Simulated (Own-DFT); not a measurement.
Simulation results for Si3N4 (beta silicon nitride, strained, atoms displaced)

All values are calculated (Own-DFT development build). A calculation, not a measurement: plane-wave PBE density functional theory by an unreviewed code, no spin, of a simulated periodic cell, stress positive in tension, free energy of the whole cell less one offset for each atom, forces on such cells passed a denser k mesh, this cell's mesh not checked; offsets are fitted by least squares, one for each functional and potential file, so energies compare only between cells with the same atoms and settings and are not formation energies; the far tail of each file's local potential was reset to the Coulomb form; each entry is a single point on an unrelaxed cell, so the pressure reflects the starting lattice, mostly measured values (interpolated for alloys), from which strain is counted, and rises with the displacements; printed positions are rounded, which can move forces by about a meV/angstrom; the program, named Own-DFT, is a retired in-house code; no spin-orbit coupling; before rounding, a Quantum ESPRESSO 7.3.1 run of the same cell and cutoff gave forces within 1 meV/angstrom rms on each cell, which checks the program and not the settings.

Settings shared by all entries: functional PBE; potential files PseudoDojo norm-conserving, scalar-relativistic, standard set; wave cutoff 42 hartree; occupations Fermi-Dirac; smearing width 0.1 eV; k mesh 3 x 3 x 3 centred on Gamma.

```json
{"entry": 1, "formula": "Si3N4", "kind": "beta silicon nitride, strained, atoms displaced", "structure": {"cell_angstrom": [[7.4681, 0.0909, 0.0095], [-3.6553, 6.6484, -0.0578], [0.0109, -0.0702, 8.7572]], "atoms_fractional": [["Si", 0.16873, 0.77193, 0.08603], ["Si", 0.23894, 0.4104, 0.08428], ["Si", 0.59212, 0.81843, 0.08129], ["Si", 0.82175, 0.22522, 0.24986], ["Si", 0.76893, 0.60427, 0.25097], ["Si", 0.41795, 0.18329, 0.24755], ["N", 0.33578, 0.02793, 0.08135], ["N", 0.97641, 0.28791, 0.08838], ["N", 0.69552, 0.67564, 0.08599], ["N", 0.667, 0.95765, 0.24499], ["N", 0.04373, 0.70611, 0.24331], ["N", 0.2883, 0.3246, 0.24169], ["N", 0.32707, 0.66988, 0.08189], ["N", 0.6662, 0.33115, 0.2475], ["Si", 0.17488, 0.76713, 0.41289], ["Si", 0.2229, 0.39884, 0.40718], ["Si", 0.61215, 0.841, 0.42281], ["Si", 0.82282, 0.23898, 0.58291], ["Si", 0.76663, 0.59963, 0.58383], ["Si", 0.39976, 0.16268, 0.57949], ["N", 0.31491, 0.02997, 0.41524], ["N", 0.96998, 0.29834, 0.42272], ["N", 0.70183, 0.67089, 0.41959], ["N", 0.67584, 0.97288, 0.58746], ["N", 0.02562, 0.70999, 0.58905], ["N", 0.29499, 0.32195, 0.58931], ["N", 0.33642, 0.66145, 0.42419], ["N", 0.65893, 0.33213, 0.57594], ["Si", 0.1729, 0.76794, 0.75496], ["Si", 0.22282, 0.40475, 0.74801], ["Si", 0.59269, 0.81381, 0.74985], ["Si", 0.82757, 0.23686, 0.91957], ["Si", 0.76369, 0.58595, 0.91701], ["Si", 0.41366, 0.18267, 0.89832], ["N", 0.32225, 0.03154, 0.74451], ["N", 0.96399, 0.29643, 0.74922], ["N", 0.71448, 0.67924, 0.74335], ["N", 0.67607, 0.97947, 0.90717], ["N", 0.01761, 0.68779, 0.92006], ["N", 0.29659, 0.34456, 0.92335], ["N", 0.33777, 0.66907, 0.75009], ["N", 0.6792, 0.33405, 0.91819]]}, "results": {"free_energy_of_cell_above_offsets [eV]": "-3.553", "pressure [GPa]": 7.36, "stress_xx [GPa]": -15.67, "stress_yy [GPa]": 0.37, "stress_zz [GPa]": -6.79, "stress_yz [GPa]": -3.63, "stress_xz [GPa]": 1.9, "stress_xy [GPa]": 5.21, "force_element": ["Si", "Si", "Si", "Si", "Si", "Si", "N", "N", "N", "N", "N", "N", "N", "N", "Si", "Si", "Si", "Si", "Si", "Si", "N", "N", "N", "N", "N", "N", "N", "N", "Si", "Si", "Si", "Si", "Si", "Si", "N", "N", "N", "N", "N", "N", "N", "N"], "force_x [eV/angstrom]": [1.724, -2.925, -4.395, 1.708, 1.829, -2.386, -0.354, -1.912, 3.795, 0.13, -4.271, 2.353, 1.942, 0.421, 0.446, 1.717, -2.328, 1.009, 1.744, -0.622, 0.909, -1.533, 0.213, -0.24, 1.516, -0.632, 0.065, -0.514, -0.697, 0.53, -1.179, 4.583, -0.857, -0.765, 0.374, 0.057, -0.471, -0.028, 1.741, 3.703, -0.782, -5.619], "force_y [eV/angstrom]": [1.693, 1.734, 3.15, -0.773, -1.22, -2.998, 1.591, -0.013, -3.206, 2.457, -2.033, -0.388, -0.704, 2.73, 0.427, 1.502, -2.099, -1.543, -2.166, 1.599, -0.27, -0.761, 0.113, 0.653, -0.102, 0.76, 0.845, 0.772, 0.184, 0.541, 3.543, -2.505, 1.031, -0.498, -1.192, 0.73, -1.343, -2.236, 1.595, -1.881, -0.942, 1.225], "force_z [eV/angstrom]": [-3.122, 0.652, -1.742, -0.168, -0.198, -0.515, -1.226, -0.497, -0.921, 2.063, 3.064, 2.094, 0.001, 0.086, 1.697, 2.963, -1.496, 0.983, -1.418, -0.097, -1.492, -1.746, -0.834, 0.128, -1.503, -1.873, -0.537, 0.415, -0.321, 0.461, 0.043, 0.063, -0.386, 4.37, 0.419, 0.329, 3.479, 1.735, -0.288, -4.359, 0.097, -0.407]}}
{"entry": 2, "formula": "Si3N4", "kind": "beta silicon nitride, strained, atoms displaced", "structure": {"cell_angstrom": [[7.6388, 0.0065, 0.134], [-3.8138, 6.4562, 0.0076], [0.1538, 0.0988, 8.7719]], "atoms_fractional": [["Si", 0.18048, 0.7669, 0.07245], ["Si", 0.23564, 0.40311, 0.09212], ["Si", 0.60165, 0.82514, 0.08222], ["Si", 0.83277, 0.2226, 0.25535], ["Si", 0.76927, 0.60172, 0.25003], ["Si", 0.40496, 0.16594, 0.25836], ["N", 0.32124, 0.0241, 0.08406], ["N", 0.98168, 0.30342, 0.07867], ["N", 0.71467, 0.67962, 0.08362], ["N", 0.66786, 0.97715, 0.2541], ["N", 0.02805, 0.69069, 0.25924], ["N", 0.30813, 0.33396, 0.25722], ["N", 0.3236, 0.67501, 0.07496], ["N", 0.66648, 0.34664, 0.25017], ["Si", 0.16582, 0.75338, 0.41465], ["Si", 0.22683, 0.40724, 0.41877], ["Si", 0.60148, 0.8235, 0.41217], ["Si", 0.82799, 0.21842, 0.58686], ["Si", 0.77538, 0.58966, 0.58409], ["Si", 0.41775, 0.17492, 0.57471], ["N", 0.32346, 0.01995, 0.41275], ["N", 0.9639, 0.30971, 0.41756], ["N", 0.697, 0.67176, 0.41038], ["N", 0.67709, 0.97964, 0.58839], ["N", 0.02436, 0.69033, 0.57817], ["N", 0.30634, 0.34099, 0.57496], ["N", 0.34202, 0.6728, 0.41974], ["N", 0.67803, 0.32586, 0.58075], ["Si", 0.16936, 0.76096, 0.74485], ["Si", 0.22927, 0.41878, 0.74102], ["Si", 0.60244, 0.8313, 0.74313], ["Si", 0.8344, 0.22697, 0.9154], ["Si", 0.76466, 0.59349, 0.92637], ["Si", 0.39413, 0.17212, 0.91899], ["N", 0.34436, 0.04041, 0.74589], ["N", 0.98082, 0.30745, 0.7448], ["N", 0.69423, 0.66472, 0.7479], ["N", 0.65512, 0.95727, 0.92422], ["N", 0.02353, 0.69342, 0.92412], ["N", 0.29893, 0.3285, 0.91394], ["N", 0.33261, 0.6845, 0.74881], ["N", 0.65363, 0.31313, 0.91739]]}, "results": {"free_energy_of_cell_above_offsets [eV]": "-2.044", "pressure [GPa]": 10.84, "stress_xx [GPa]": -10.46, "stress_yy [GPa]": -16.85, "stress_zz [GPa]": -5.2, "stress_yz [GPa]": 4.81, "stress_xz [GPa]": 4.14, "stress_xy [GPa]": 0.6, "force_element": ["Si", "Si", "Si", "Si", "Si", "Si", "N", "N", "N", "N", "N", "N", "N", "N", "Si", "Si", "Si", "Si", "Si", "Si", "N", "N", "N", "N", "N", "N", "N", "N", "Si", "Si", "Si", "Si", "Si", "Si", "N", "N", "N", "N", "N", "N", "N", "N"], "force_x [eV/angstrom]": [-4.983, 0.276, -2.584, -2.352, 2.212, 0.408, -0.281, -1.683, -1.965, 0.234, -0.298, -1.056, 7.863, 1.627, 1.163, 0.639, -2.206, -0.053, -2.602, -1.317, 0.243, 2.376, 1.805, 0.065, 1.385, 0.959, -0.961, -1.754, -2.705, 4.188, -1.425, -2.177, 1.177, 1.695, -1.364, -2.432, 0.914, 1.456, 0.091, -1.939, 3.581, 1.782], "force_y [eV/angstrom]": [0.579, 1.002, -0.926, 4.922, -0.296, 1.814, 1.818, -1.647, 0.964, -3.12, 0.288, -0.013, -3.124, -3.758, 0.971, 0.157, 0.966, 5.703, -0.833, 0.237, 0.084, -0.159, -0.433, -5.258, 1.04, -1.027, -0.47, 1.032, 2.878, -0.044, -1.561, 0.278, -2.783, -0.791, -2.253, -1.72, 0.031, 2.629, 0.158, 1.794, -2.151, 3.025], "force_z [eV/angstrom]": [2.951, -2.018, 2.231, -1.976, 0.153, -3.707, 0.937, 1.117, 1.796, -1.508, -2.666, -1.036, 1.24, 0.057, -0.747, -0.727, 1.984, -0.096, -0.815, 0.857, 2.596, -0.151, 2.667, -2.623, 2.216, 1.251, -0.253, -0.067, 0.739, 1.429, 3.363, 1.039, -3.572, -1.214, 0.115, 0.316, 0.763, -3.937, -2.552, -0.03, -0.366, 0.24]}}
{"entry": 3, "formula": "Si3N4", "kind": "beta silicon nitride, strained, atoms displaced", "structure": {"cell_angstrom": [[7.6155, -0.1064, 0.0776], [-3.8999, 6.7243, -0.0263], [0.0891, 0.0165, 8.6511]], "atoms_fractional": [["Si", 0.17832, 0.77517, 0.08966], ["Si", 0.2198, 0.41424, 0.07842], ["Si", 0.58604, 0.82257, 0.07083], ["Si", 0.82385, 0.23465, 0.24771], ["Si", 0.7604, 0.58744, 0.23982], ["Si", 0.41255, 0.17267, 0.25011], ["N", 0.3191, 0.02241, 0.09407], ["N", 0.97541, 0.30326, 0.07892], ["N", 0.69615, 0.67862, 0.08529], ["N", 0.65179, 0.96242, 0.25195], ["N", 0.03662, 0.69647, 0.25139], ["N", 0.30202, 0.32672, 0.23867], ["N", 0.34364, 0.68183, 0.09479], ["N", 0.66919, 0.33161, 0.25776], ["Si", 0.17112, 0.77006, 0.41355], ["Si", 0.2482, 0.41506, 0.41535], ["Si", 0.6104, 0.84234, 0.42243], ["Si", 0.82155, 0.23732, 0.58159], ["Si", 0.7646, 0.5976, 0.57544], ["Si", 0.40426, 0.17421, 0.58534], ["N", 0.33312, 0.02288, 0.40746], ["N", 0.98057, 0.30843, 0.40814], ["N", 0.69972, 0.67444, 0.4301], ["N", 0.66273, 0.95271, 0.59296], ["N", 0.03266, 0.71247, 0.58987], ["N", 0.30392, 0.33211, 0.57241], ["N", 0.33336, 0.6645, 0.4119], ["N", 0.65825, 0.33245, 0.57079], ["Si", 0.17043, 0.76082, 0.75473], ["Si", 0.22403, 0.40611, 0.7467], ["Si", 0.58503, 0.81176, 0.74843], ["Si", 0.8307, 0.23029, 0.91924], ["Si", 0.76642, 0.60165, 0.91392], ["Si", 0.3911, 0.16465, 0.91231], ["N", 0.33823, 0.04248, 0.75825], ["N", 0.97518, 0.31338, 0.75074], ["N", 0.69912, 0.68122, 0.74427], ["N", 0.67002, 0.9694, 0.91964], ["N", 0.02934, 0.70329, 0.92241], ["N", 0.30459, 0.33368, 0.92571], ["N", 0.34512, 0.67959, 0.75496], ["N", 0.67091, 0.33234, 0.91192]]}, "results": {"free_energy_of_cell_above_offsets [eV]": "-2.013", "pressure [GPa]": 7.59, "stress_xx [GPa]": -9.09, "stress_yy [GPa]": -1.69, "stress_zz [GPa]": -12.0, "stress_yz [GPa]": 1.66, "stress_xz [GPa]": 1.17, "stress_xy [GPa]": -6.39, "force_element": ["Si", "Si", "Si", "Si", "Si", "Si", "N", "N", "N", "N", "N", "N", "N", "N", "Si", "Si", "Si", "Si", "Si", "Si", "N", "N", "N", "N", "N", "N", "N", "N", "Si", "Si", "Si", "Si", "Si", "Si", "N", "N", "N", "N", "N", "N", "N", "N"], "force_x [eV/angstrom]": [0.691, 5.585, 2.122, 1.198, 0.364, -2.311, 0.359, -3.451, 1.489, 1.366, -3.532, -0.181, -3.711, -0.336, 2.386, -1.03, -1.609, 0.861, 1.941, -0.962, -0.455, -1.473, -0.804, -0.025, -0.112, 0.131, 0.056, 1.89, 0.442, 3.773, 2.313, -2.343, -0.038, 1.288, -0.532, -1.779, 2.93, 0.401, 0.283, -1.193, -4.818, -1.172], "force_y [eV/angstrom]": [-1.104, 1.519, 1.781, -1.646, 0.974, 0.673, 2.297, -1.324, -0.967, 2.95, -1.729, 0.798, -4.126, 1.36, -0.897, -0.074, -3.495, -0.865, -1.202, -1.042, 1.187, -1.045, 0.715, 5.977, -0.786, -0.6, 1.486, 1.191, 1.889, 1.134, 4.049, -0.283, -1.729, 3.801, -4.63, -1.182, -2.52, 1.271, 0.052, 0.446, -4.884, 0.581], "force_z [eV/angstrom]": [-1.11, 2.224, 4.339, 0.794, 2.76, -0.604, -3.065, 0.745, -1.054, -1.413, -0.142, 1.283, -1.348, -1.09, 1.427, -3.14, -1.706, -0.57, 3.687, -1.615, 3.13, 1.632, -5.798, -1.283, -0.779, 3.31, 1.054, 0.837, -0.325, 0.396, 2.132, -0.882, -0.117, 5.954, -4.79, -1.104, 1.456, -2.68, 0.073, -3.222, 0.135, 0.473]}}
{"entry": 4, "formula": "Si3N4", "kind": "beta silicon nitride, strained, atoms displaced", "structure": {"cell_angstrom": [[7.739, -0.1094, 0.0766], [-3.9642, 6.5242, 0.0544], [0.0879, 0.1229, 8.7074]], "atoms_fractional": [["Si", 0.17774, 0.78012, 0.08429], ["Si", 0.23349, 0.40751, 0.07881], ["Si", 0.60181, 0.82839, 0.08846], ["Si", 0.83991, 0.2369, 0.24566], ["Si", 0.762, 0.59329, 0.24735], ["Si", 0.41669, 0.18766, 0.25186], ["N", 0.32741, 0.02974, 0.08766], ["N", 0.97972, 0.30547, 0.08391], ["N", 0.69574, 0.6747, 0.0794], ["N", 0.66936, 0.95956, 0.24287], ["N", 0.03546, 0.70489, 0.25645], ["N", 0.29369, 0.32438, 0.25067], ["N", 0.3166, 0.65422, 0.08341], ["N", 0.66431, 0.33013, 0.25348], ["Si", 0.17442, 0.76682, 0.41548], ["Si", 0.22631, 0.39905, 0.42694], ["Si", 0.58098, 0.81198, 0.41215], ["Si", 0.82435, 0.23472, 0.58223], ["Si", 0.76499, 0.59672, 0.58701], ["Si", 0.41303, 0.17634, 0.58443], ["N", 0.31977, 0.02088, 0.41926], ["N", 0.95918, 0.27945, 0.41048], ["N", 0.71038, 0.67578, 0.41638], ["N", 0.67395, 0.97109, 0.57973], ["N", 0.02581, 0.69515, 0.57158], ["N", 0.30652, 0.34098, 0.57269], ["N", 0.32297, 0.66819, 0.41621], ["N", 0.66917, 0.33111, 0.58385], ["Si", 0.18491, 0.77715, 0.75163], ["Si", 0.22793, 0.40116, 0.74872], ["Si", 0.59419, 0.83615, 0.74523], ["Si", 0.82355, 0.22836, 0.91238], ["Si", 0.76448, 0.59649, 0.90717], ["Si", 0.40239, 0.17549, 0.91862], ["N", 0.33627, 0.03527, 0.74375], ["N", 0.97039, 0.28744, 0.74902], ["N", 0.69409, 0.66468, 0.74044], ["N", 0.66177, 0.97142, 0.92053], ["N", 0.02702, 0.69809, 0.90936], ["N", 0.30605, 0.34621, 0.9163], ["N", 0.32634, 0.6677, 0.74604], ["N", 0.67404, 0.34113, 0.92114]]}, "results": {"free_energy_of_cell_above_offsets [eV]": "-3.377", "pressure [GPa]": 8.87, "stress_xx [GPa]": -1.57, "stress_yy [GPa]": -14.79, "stress_zz [GPa]": -10.26, "stress_yz [GPa]": 5.19, "stress_xz [GPa]": 3.77, "stress_xy [GPa]": -5.11, "force_element": ["Si", "Si", "Si", "Si", "Si", "Si", "N", "N", "N", "N", "N", "N", "N", "N", "Si", "Si", "Si", "Si", "Si", "Si", "N", "N", "N", "N", "N", "N", "N", "N", "Si", "Si", "Si", "Si", "Si", "Si", "N", "N", "N", "N", "N", "N", "N", "N"], "force_x [eV/angstrom]": [0.103, 0.277, -2.967, -2.729, 1.815, -2.861, 0.234, -1.878, 2.093, -0.253, -2.005, 0.323, 1.136, 2.926, -0.781, -2.415, 1.566, 0.516, 2.45, -1.496, 0.923, 1.462, -2.031, -0.56, -0.142, 2.796, 1.885, -0.207, -1.802, 0.446, 0.235, -0.12, 0.449, 0.475, -0.395, -0.813, -2.204, 0.21, 0.015, 2.302, 1.618, -0.599], "force_y [eV/angstrom]": [-4.759, -0.513, -2.494, -1.39, 1.113, -2.955, 3.26, -1.436, -1.245, 2.797, -1.183, 0.465, 4.489, 1.272, -0.621, 1.052, 1.253, -0.027, -0.341, 0.196, 4.225, 1.63, 0.132, -0.501, -0.228, -1.96, -2.022, 0.981, -2.539, 1.419, -2.173, 2.16, 1.048, 1.113, 0.611, -0.02, 1.78, -1.115, 0.933, -2.374, -0.004, -2.029], "force_z [eV/angstrom]": [-0.114, 2.365, -2.493, 0.283, 0.38, 0.643, -0.728, -2.587, -0.329, 2.736, -2.381, 0.013, 0.036, -0.429, -0.586, -6.006, 0.84, -0.474, -3.288, -3.444, 0.071, 1.831, -0.125, -1.066, 4.38, 5.22, 0.212, 0.218, -2.39, -0.697, 1.527, 2.148, 1.419, -0.469, 3.263, -1.139, 2.837, -1.608, 1.757, -1.478, 0.144, -0.494]}}
{"entry": 5, "formula": "Si3N4", "kind": "beta silicon nitride, strained, atoms displaced", "structure": {"cell_angstrom": [[7.5662, 0.1277, -0.0992], [-3.6725, 6.6187, 0.0406], [-0.1138, -0.0119, 8.7985]], "atoms_fractional": [["Si", 0.17592, 0.76604, 0.07953], ["Si", 0.22267, 0.40704, 0.09052], ["Si", 0.5933, 0.82435, 0.07502], ["Si", 0.81703, 0.22534, 0.25318], ["Si", 0.77406, 0.59705, 0.24033], ["Si", 0.39248, 0.16609, 0.24706], ["N", 0.33338, 0.03585, 0.09087], ["N", 0.97089, 0.30754, 0.08436], ["N", 0.70728, 0.66893, 0.08072], ["N", 0.65837, 0.96589, 0.24562], ["N", 0.02671, 0.70186, 0.24218], ["N", 0.31108, 0.33185, 0.2491], ["N", 0.33351, 0.66108, 0.08855], ["N", 0.67513, 0.33919, 0.25199], ["Si", 0.17004, 0.76469, 0.41839], ["Si", 0.22865, 0.39172, 0.40984], ["Si", 0.59525, 0.82612, 0.40917], ["Si", 0.81765, 0.22418, 0.57908], ["Si", 0.76931, 0.5962, 0.58716], ["Si", 0.41041, 0.17432, 0.58633], ["N", 0.3381, 0.04007, 0.41677], ["N", 0.97255, 0.29571, 0.41939], ["N", 0.70764, 0.66716, 0.4173], ["N", 0.66155, 0.96334, 0.58067], ["N", 0.03447, 0.69642, 0.59612], ["N", 0.2942, 0.32454, 0.58874], ["N", 0.34214, 0.66976, 0.42425], ["N", 0.66776, 0.34042, 0.57994], ["Si", 0.18088, 0.77185, 0.74456], ["Si", 0.22812, 0.41195, 0.74933], ["Si", 0.59226, 0.82245, 0.7559], ["Si", 0.8248, 0.22107, 0.90728], ["Si", 0.77125, 0.59843, 0.91485], ["Si", 0.40328, 0.17613, 0.92152], ["N", 0.33451, 0.03424, 0.75006], ["N", 0.97341, 0.30461, 0.74186], ["N", 0.6905, 0.66188, 0.74291], ["N", 0.67001, 0.96801, 0.9249], ["N", 0.01761, 0.69219, 0.90955], ["N", 0.30407, 0.32652, 0.92217], ["N", 0.32784, 0.67274, 0.75668], ["N", 0.66577, 0.32759, 0.91951]]}, "results": {"free_energy_of_cell_above_offsets [eV]": "-4.373", "pressure [GPa]": 3.05, "stress_xx [GPa]": -8.57, "stress_yy [GPa]": 0.6, "stress_zz [GPa]": -1.17, "stress_yz [GPa]": -0.11, "stress_xz [GPa]": -3.32, "stress_xy [GPa]": 6.05, "force_element": ["Si", "Si", "Si", "Si", "Si", "Si", "N", "N", "N", "N", "N", "N", "N", "N", "Si", "Si", "Si", "Si", "Si", "Si", "N", "N", "N", "N", "N", "N", "N", "N", "Si", "Si", "Si", "Si", "Si", "Si", "N", "N", "N", "N", "N", "N", "N", "N"], "force_x [eV/angstrom]": [-1.484, 1.878, -0.155, 1.288, -0.097, 4.014, -0.144, -0.705, -2.199, 0.729, 2.013, -2.778, 0.262, -2.43, 0.531, 0.024, 0.377, 0.551, 1.155, -0.175, -0.654, -0.688, -0.731, 0.284, -2.016, -0.155, -1.309, 0.473, -2.546, 1.821, -1.253, -0.192, -0.581, 2.588, 0.103, -1.232, -0.279, 0.33, 3.411, -3.959, 4.262, -0.335], "force_y [eV/angstrom]": [0.566, -0.995, -1.542, 0.467, -1.715, 1.637, -3.194, -1.532, 1.179, 0.365, 1.064, 1.461, 1.407, -0.98, 0.894, 2.145, -1.06, 0.409, -0.407, 0.94, -2.426, -0.756, 1.115, 0.836, -0.519, 0.582, -1.847, -1.365, 2.216, -0.715, 0.408, 2.582, -2.881, -0.781, -0.89, -1.495, 0.518, 0.187, 2.374, 2.568, -1.323, 0.501], "force_z [eV/angstrom]": [0.03, -1.861, 3.638, -1.165, 3.289, 2.467, -3.216, -0.101, -1.582, -0.528, 1.123, 0.062, -0.592, -0.257, 0.024, 2.736, 1.335, -0.012, -1.557, -0.264, 0.4, -0.963, -1.623, 0.918, -4.651, -0.797, -0.821, 0.393, 3.4, 0.473, -2.027, 1.523, -0.481, -0.668, 0.997, 1.414, 2.175, -3.382, 0.494, -0.206, 0.379, -0.519]}}
{"entry": 6, "formula": "Si3N4", "kind": "beta silicon nitride, strained, atoms displaced", "structure": {"cell_angstrom": [[7.5622, -0.0995, -0.1415], [-3.8673, 6.7025, 0.1942], [-0.1624, 0.1636, 8.6497]], "atoms_fractional": [["Si", 0.17144, 0.77426, 0.08129], ["Si", 0.21934, 0.38909, 0.09887], ["Si", 0.60576, 0.82305, 0.07866], ["Si", 0.82951, 0.22394, 0.25361], ["Si", 0.76748, 0.58756, 0.24417], ["Si", 0.40411, 0.1916, 0.24706], ["N", 0.33028, 0.02213, 0.08477], ["N", 0.97628, 0.30373, 0.0811], ["N", 0.69896, 0.67014, 0.08281], ["N", 0.64706, 0.96033, 0.25183], ["N", 0.0339, 0.69237, 0.25702], ["N", 0.30066, 0.33403, 0.25802], ["N", 0.32678, 0.65756, 0.08327], ["N", 0.66478, 0.32994, 0.25188], ["Si", 0.17596, 0.7737, 0.41269], ["Si", 0.23494, 0.39331, 0.41443], ["Si", 0.59488, 0.8175, 0.42177], ["Si", 0.83267, 0.23947, 0.57696], ["Si", 0.75962, 0.5833, 0.58946], ["Si", 0.39963, 0.17923, 0.58303], ["N", 0.33322, 0.04603, 0.41908], ["N", 0.96328, 0.29812, 0.41561], ["N", 0.70464, 0.67611, 0.41484], ["N", 0.66738, 0.98676, 0.57965], ["N", 0.04282, 0.70206, 0.57784], ["N", 0.29999, 0.33793, 0.58425], ["N", 0.31141, 0.66667, 0.41029], ["N", 0.67956, 0.33429, 0.58334], ["Si", 0.1712, 0.76491, 0.75705], ["Si", 0.23309, 0.41299, 0.75015], ["Si", 0.59797, 0.8243, 0.75442], ["Si", 0.82688, 0.21962, 0.92724], ["Si", 0.76744, 0.59442, 0.91726], ["Si", 0.40346, 0.17777, 0.90796], ["N", 0.3317, 0.02731, 0.74869], ["N", 0.97668, 0.30277, 0.75166], ["N", 0.68504, 0.65558, 0.76673], ["N", 0.66771, 0.9712, 0.91851], ["N", 0.04002, 0.71095, 0.91472], ["N", 0.30015, 0.33271, 0.916], ["N", 0.32253, 0.66312, 0.73978], ["N", 0.66365, 0.31797, 0.91648]]}, "results": {"free_energy_of_cell_above_offsets [eV]": "-0.973", "pressure [GPa]": 10.24, "stress_xx [GPa]": -12.05, "stress_yy [GPa]": -2.86, "stress_zz [GPa]": -15.8, "stress_yz [GPa]": 4.55, "stress_xz [GPa]": -7.83, "stress_xy [GPa]": -1.3, "force_element": ["Si", "Si", "Si", "Si", "Si", "Si", "N", "N", "N", "N", "N", "N", "N", "N", "Si", "Si", "Si", "Si", "Si", "Si", "N", "N", "N", "N", "N", "N", "N", "N", "Si", "Si", "Si", "Si", "Si", "Si", "N", "N", "N", "N", "N", "N", "N", "N"], "force_x [eV/angstrom]": [2.962, 1.53, -4.755, -3.219, 1.06, 3.238, -1.139, -2.467, 1.874, 2.119, -2.912, 1.221, 0.835, 0.649, -0.251, -5.131, -3.512, 0.213, 2.057, 2.061, -0.732, 3.475, 0.762, 1.179, -3.776, 1.833, 6.955, -4.008, 1.436, -0.059, -2.43, -1.358, 3.102, -0.082, -0.63, -1.792, -1.394, 0.859, -3.712, 0.671, 2.788, 0.481], "force_y [eV/angstrom]": [-1.672, 5.423, -0.552, -1.197, 0.306, -4.697, 3.683, -1.944, -0.964, 1.444, -0.497, -0.815, 0.141, 1.118, 2.622, 4.612, 1.098, -0.58, 1.549, -0.649, -1.345, 0.806, -1.52, -3.966, -0.957, -0.726, -2.246, 0.676, 1.126, 0.217, 0.939, 1.816, -3.017, -1.516, 0.485, -1.312, 1.365, -1.307, -1.939, -0.696, 1.596, 3.094], "force_z [eV/angstrom]": [2.545, -6.0, 2.97, -1.587, 2.881, -0.03, 0.184, 2.899, -1.1, -1.681, -3.846, -0.298, -0.253, -0.682, 2.135, 1.667, -0.206, 2.944, -0.698, 0.179, -0.978, -0.834, 0.269, 0.903, 2.722, 1.619, 0.515, 0.273, -4.152, -0.052, -1.59, -4.426, 3.69, 1.631, 0.371, 0.268, -5.896, -1.163, 1.281, 2.157, 0.996, 0.373]}}
```
